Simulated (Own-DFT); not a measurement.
# What a defect does to the pressure of its cell: wurtzite GaN

No measurement is shown. These are fixed-geometry runs of a retired plane-wave code named Own-DFT, which no person has reviewed; spin and spin-orbit coupling are neglected.

All runs used: PBE; PseudoDojo norm-conserving scalar-relativistic files; cutoff 42 hartree; 4 x 4 x 3 k mesh centred on Gamma; Fermi-Dirac smearing of 0.1 eV.

Keep in mind (not all hold for every row): some atoms lie very close together; not probed for a lower state with spin; forces not confirmed at this smearing and k mesh; stress not checked against mesh or cutoff.

All runs share one cell, with vectors in Å (9.567, 0.000, 0.000); (-4.784, 8.285, 0.000); (0.000, 0.000, 10.370) and a volume of 822.0 Å³. Atoms were moved at random from their sites; u is the rms move along one axis. The defect's site can differ from row to row.

| cell | formula | u (Å) | P (GPa) |
|---|---|---|---|
| no defect | Ga36N36 | 0.0195 | 5.87 |
| no defect | Ga36N36 | 0.0489 | 7.68 |
| no defect | Ga36N36 | 0.0495 | 7.55 |
| one Ga on an N site | Ga37N35 | 0.0316 | ? |
| one Ga on an N site | Ga37N35 | 0.0318 | 12.30 |
| one Ga on an N site | Ga37N35 | 0.0491 | 13.19 |
| one Ga on an N site | Ga37N35 | 0.0511 | 13.25 |
| one N on a Ga site | Ga35N37 | 0.0302 | 5.48 |
| one N on a Ga site | Ga35N37 | 0.0499 | 6.73 |
| one N on a Ga site | Ga35N37 | 0.0500 | 6.63 |

## Working it out

P = P0 + c u² + a shift for each defect gives P0 = 5.70 GPa, c = 764 ± 52 GPa/Å² and a scatter of 0.13 GPa. The shifts, and each times the cell's volume:

- one Ga on an N site: 5.67 ± 0.11 GPa, 29.1 eV
- one N on a Ga site: -0.92 ± 0.11 GPa, -4.7 eV

Positive is outwards. The product with the volume (160.2 GPa Å³ to the eV) is nearly free of the cell's size; divided by the bulk modulus at the cell's pressure it gives the volume that the defect adds. The atoms around the defects weren't relaxed, which would change these numbers.

## The run left out

The question: what pressure belongs in the blank (one Ga on an N site, u = 0.0316 Å)?

From the fit: 12.14 ± 0.16 GPa. The calculation gave 11.93 GPa.
